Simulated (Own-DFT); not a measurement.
## Calculated data, GaP (zincblende, strongly disordered by large displacements)

A calculation, not a measurement: plane-wave PBE density functional theory by an unreviewed code, no spin, of a simulated periodic cell, stress positive in tension, free energy of the whole cell less one offset for each atom, forces on such cells passed a denser k mesh, this cell's mesh not checked; broken bonds can close the gap or carry spin, so checks made on this kind of crystal may not hold here; offsets are fitted by least squares, one for each functional and potential file, so energies compare only between cells with the same atoms and settings and are not formation energies; the far tail of each file's local potential was reset to the Coulomb form; each entry is a single point on an unrelaxed cell, so the pressure reflects the starting lattice, mostly measured values (interpolated for alloys), from which strain is counted, and rises with the displacements; printed positions are rounded, which can move forces by about a meV/angstrom; the program, named Own-DFT, is a retired in-house code; no spin-orbit coupling. Program: Own-DFT development build.

### GaP (zincblende, strongly disordered by large displacements)

```cif
# cell vector a (Å): 10.9010 0.0000 0.0000
# cell vector b (Å): 0.0000 10.9010 0.0000
# cell vector c (Å): 0.0000 0.0000 10.9010
data_GaP
_symmetry_space_group_name_H-M 'P 1'
_symmetry_Int_Tables_number 1
_cell_length_a 10.9010
_cell_length_b 10.9010
_cell_length_c 10.9010
_cell_angle_alpha 90.000
_cell_angle_beta 90.000
_cell_angle_gamma 90.000
_cell_volume 1295.39
loop_
_atom_site_label
_atom_site_type_symbol
_atom_site_fract_x
_atom_site_fract_y
_atom_site_fract_z
_atom_site_occupancy
Ga1 Ga 0.00285 0.99995 0.00426 1
Ga2 Ga 0.97743 0.21959 0.24847 1
Ga3 Ga 0.26488 0.00015 0.24171 1
Ga4 Ga 0.25220 0.26330 0.98078 1
P1 P 0.14194 0.13112 0.10444 1
P2 P 0.10713 0.34623 0.38343 1
P3 P 0.35631 0.14382 0.35791 1
P4 P 0.39223 0.34159 0.11145 1
Ga5 Ga 0.97393 0.96660 0.47245 1
Ga6 Ga 0.00949 0.25055 0.73526 1
Ga7 Ga 0.24978 0.00566 0.76886 1
Ga8 Ga 0.24410 0.27110 0.50625 1
P5 P 0.10902 0.15244 0.61749 1
P6 P 0.11065 0.37972 0.85694 1
P7 P 0.35884 0.13251 0.87404 1
P8 P 0.34744 0.39186 0.62131 1
Ga9 Ga 0.98382 0.50613 0.97752 1
Ga10 Ga 0.01176 0.72271 0.25358 1
Ga11 Ga 0.27315 0.46000 0.23286 1
Ga12 Ga 0.24550 0.75567 0.99864 1
P9 P 0.13036 0.65086 0.10969 1
P10 P 0.11882 0.89621 0.39183 1
P11 P 0.37889 0.64407 0.37615 1
P12 P 0.36959 0.82639 0.14707 1
Ga13 Ga 0.99051 0.49001 0.49702 1
Ga14 Ga 0.03418 0.73895 0.77970 1
Ga15 Ga 0.24459 0.51059 0.73602 1
Ga16 Ga 0.27672 0.74346 0.48741 1
P13 P 0.11316 0.61087 0.64057 1
P14 P 0.09881 0.88828 0.85857 1
P15 P 0.35068 0.63077 0.87671 1
P16 P 0.40372 0.86829 0.61826 1
Ga17 Ga 0.47982 0.96781 0.02226 1
Ga18 Ga 0.48315 0.26892 0.24983 1
Ga19 Ga 0.74523 0.97623 0.24371 1
Ga20 Ga 0.74949 0.25569 0.99572 1
P17 P 0.63164 0.15906 0.12026 1
P18 P 0.61554 0.37676 0.38924 1
P19 P 0.92796 0.12793 0.40496 1
P20 P 0.85544 0.37440 0.08945 1
Ga21 Ga 0.48584 0.04488 0.53483 1
Ga22 Ga 0.51818 0.26916 0.75274 1
Ga23 Ga 0.73883 0.03692 0.74245 1
Ga24 Ga 0.77932 0.25358 0.51369 1
P21 P 0.62541 0.14550 0.64372 1
P22 P 0.65832 0.36598 0.86683 1
P23 P 0.87654 0.16150 0.90807 1
P24 P 0.86202 0.37644 0.61744 1
Ga25 Ga 0.48992 0.48043 0.98842 1
Ga26 Ga 0.50376 0.71093 0.24322 1
Ga27 Ga 0.77608 0.50681 0.24486 1
Ga28 Ga 0.74667 0.73875 0.01669 1
P25 P 0.62296 0.63735 0.12266 1
P26 P 0.61646 0.93575 0.37620 1
P27 P 0.87570 0.60237 0.40109 1
P28 P 0.90805 0.86747 0.11605 1
Ga29 Ga 0.52970 0.49483 0.51544 1
Ga30 Ga 0.50359 0.74946 0.78513 1
Ga31 Ga 0.73863 0.49741 0.74458 1
Ga32 Ga 0.73113 0.77150 0.51320 1
P29 P 0.60838 0.61379 0.62379 1
P30 P 0.62053 0.89440 0.87263 1
P31 P 0.90929 0.61826 0.85886 1
P32 P 0.83350 0.89447 0.64166 1
```

```
functional      : PBE
potential files : PseudoDojo norm-conserving, scalar-relativistic, standard set
wave cutoff     : 42 hartree
occupations     : Fermi-Dirac
smearing width  : 0.1 eV
hardware        : one NVIDIA H100
k mesh          : 3 x 3 x 3 centred on Gamma
stress xx       : ?
```

**Q.** What stress xx does the calculation give for GaP (zincblende, strongly disordered by large displacements)?
**A.** -9.96 GPa

Further results for GaP (zincblende, strongly disordered by large displacements):

```
free energy of cell above offsets : 2.491 eV
pressure                          : 11.33 GPa
stress yy                         : -12.06 GPa
stress zz                         : -11.95 GPa
stress yz                         : -1.61 GPa
stress xz                         : 0.88 GPa
stress xy                         : 0.91 GPa
wall time                         : 542.8 s
```

Force:
```tsv
element	x (eV/Å)	y (eV/Å)	z (eV/Å)
Ga	0.146	2.438	-0.868
Ga	1.835	2.276	-4.182
Ga	-1.486	-0.719	-0.241
Ga	-2.211	0.49	-0.389
P	-0.928	-0.828	1.536
P	-0.413	2.466	-2.71
P	0.98	-0.115	2.593
P	-2.585	3.355	-4.364
Ga	-3.283	-2.451	5.927
Ga	-3.707	2.145	3.169
Ga	-0.9	-0.688	-3.014
Ga	-0.11	-2.343	-0.563
P	3.14	-5.075	-2.168
P	1.838	0.951	1.568
P	3.556	-0.395	0.392
P	5.004	-0.536	-0.023
Ga	3.637	-3.734	4.715
Ga	-0.796	1.597	1.97
Ga	-2.235	2.146	1.467
Ga	0.016	2.229	-1.81
P	-1.338	-5.027	1.142
P	5.708	-4.307	-3.421
P	2.392	-6.354	-2.108
P	-0.582	3.472	-0.708
Ga	3.212	-2.192	2.035
Ga	-1.327	-1.69	-3.987
Ga	0.192	-0.8	3.145
Ga	-4.612	3.993	4.141
P	-0.828	2.391	-3.984
P	3.6	3.827	2.401
P	1.84	-1.379	-0.284
P	-1.446	0.304	1.243
Ga	0.617	1.749	-0.526
Ga	4.792	-2.897	4.54
Ga	2.664	1.895	-2.958
Ga	-4.546	-0.945	1.388
P	-1.848	-3.29	2.193
P	2.187	-1.758	-2.694
P	-4.33	3.677	0.468
P	3.956	3.525	4.952
Ga	-0.705	-0.823	-2.289
Ga	-3.439	0.575	0.49
Ga	2.312	-1.611	4.448
Ga	-3.696	-4.058	-4.047
P	-0.886	2.3	-3.847
P	-3.781	2.255	0.282
P	4.544	-5.21	-5.196
P	2.967	3.446	4.263
Ga	1.139	1.227	-0.584
Ga	-0.4	2.926	2.724
Ga	-1.689	-0.949	-0.292
Ga	2.862	2.913	-3.144
P	1.432	-4.958	-1.009
P	-1.988	-2.966	2.281
P	-2.203	4.778	-2.952
P	-3.179	-1.665	2.343
Ga	-5.6	-2.507	-2.519
Ga	-0.341	-0.281	-1.882
Ga	2.013	1.874	-1.217
Ga	-0.973	-0.437	-1.12
P	3.059	5.569	4.73
P	1.006	-0.544	1.521
P	-7.629	2.319	-2.205
P	3.377	-1.576	-0.763
```
